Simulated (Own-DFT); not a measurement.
# Strain and stress in diamond-structure GeSn with randomly placed atoms, 64 atoms (Ge60Sn4)

Calculated results; nothing here was measured. The program, named Own-DFT, is a retired in-house plane-wave density functional code that no person has reviewed. Each row is one single-point run on a periodic cell that was not relaxed, without spin or spin-orbit coupling.

Settings of every run: PBE; PseudoDojo norm-conserving scalar-relativistic files; cutoff 49 hartree; 3 x 3 x 3 k mesh centred on Gamma; Fermi-Dirac smearing of 0.1 eV.

Known limits: forces on such cells moved up to 12 meV/angstrom on a denser k mesh; stress not checked against mesh or cutoff.

Unstrained cell vectors in Å: (11.420, 0.000, 0.000); (0.000, 11.420, 0.000); (0.000, 0.000, 11.420). The unstrained cell has measured lattice constants (interpolated for alloys), not those of this functional. That, the random moves and any unrelaxed bonds set the pressure at no strain. Each run strains this cell uniformly, with the atoms carried along. Every atom was also moved at random, by a Gaussian of width 0.05 Å on each axis. The random placing of the alloy's atoms differs from row to row. Strain is the symmetric tensor, in per cent. Stress is positive in tension, and the pressure is minus a third of its trace.

| run | e_xx (%) | e_yy (%) | e_zz (%) | s_xx (GPa) | s_yy (GPa) | s_zz (GPa) | P (GPa) | E (meV/atom) |
|---|---|---|---|---|---|---|---|---|
| 1 | -2.50 | -2.50 | 0.00 | -9.79 | -9.68 | -8.04 | 9.17 | 73.4 |
| 2 | -1.25 | -1.25 | 0.00 | -7.13 | -7.09 | -6.36 | 6.86 | 41.4 |
| 3 | -0.75 | -0.75 | 0.00 | -6.50 | -6.44 | -5.92 | 6.28 | 51.4 |
| 4 | 1.25 | 1.25 | 0.00 | -2.71 | -2.89 | -3.38 | 2.99 | 6.0 |
| 5 | -1.75 | -1.75 | 0.00 | -8.03 | -8.09 | -6.86 | 7.66 | 48.2 |
| 6 | 1.50 | 1.50 | 0.00 | -2.28 | -2.34 | -3.20 | 2.60 | 0.0 |
| 7 | 0.50 | 0.50 | 0.00 | -3.99 | -4.02 | -4.24 | 4.08 | 15.4 |
| 8 | -2.00 | -2.00 | 0.00 | -8.68 | -8.61 | -7.34 | 8.21 | 60.9 |
| 9 | -1.50 | -1.50 | 0.00 | ? | ? | ? | ? | ? |

E is the free energy for each atom above the lowest run shown.

## Worked fit

The change of volume is close to e_xx + e_yy + e_zz. A straight line through the runs shown gives P = 4.99 - 81 x (fractional change of volume) GPa, with an error of 2 on the slope and a scatter of 0.13 GPa. The strain isn't the same on all axes, but the crystal is cubic, so the slope still estimates the bulk modulus, averaged over pressures from 2.6 to 9.2 GPa.

## Withheld run

Question: what pressure should run 9 give? Its volume changes by -2.98 %.

The line gives 7.4 GPa. The calculation gave 7.08 GPa.
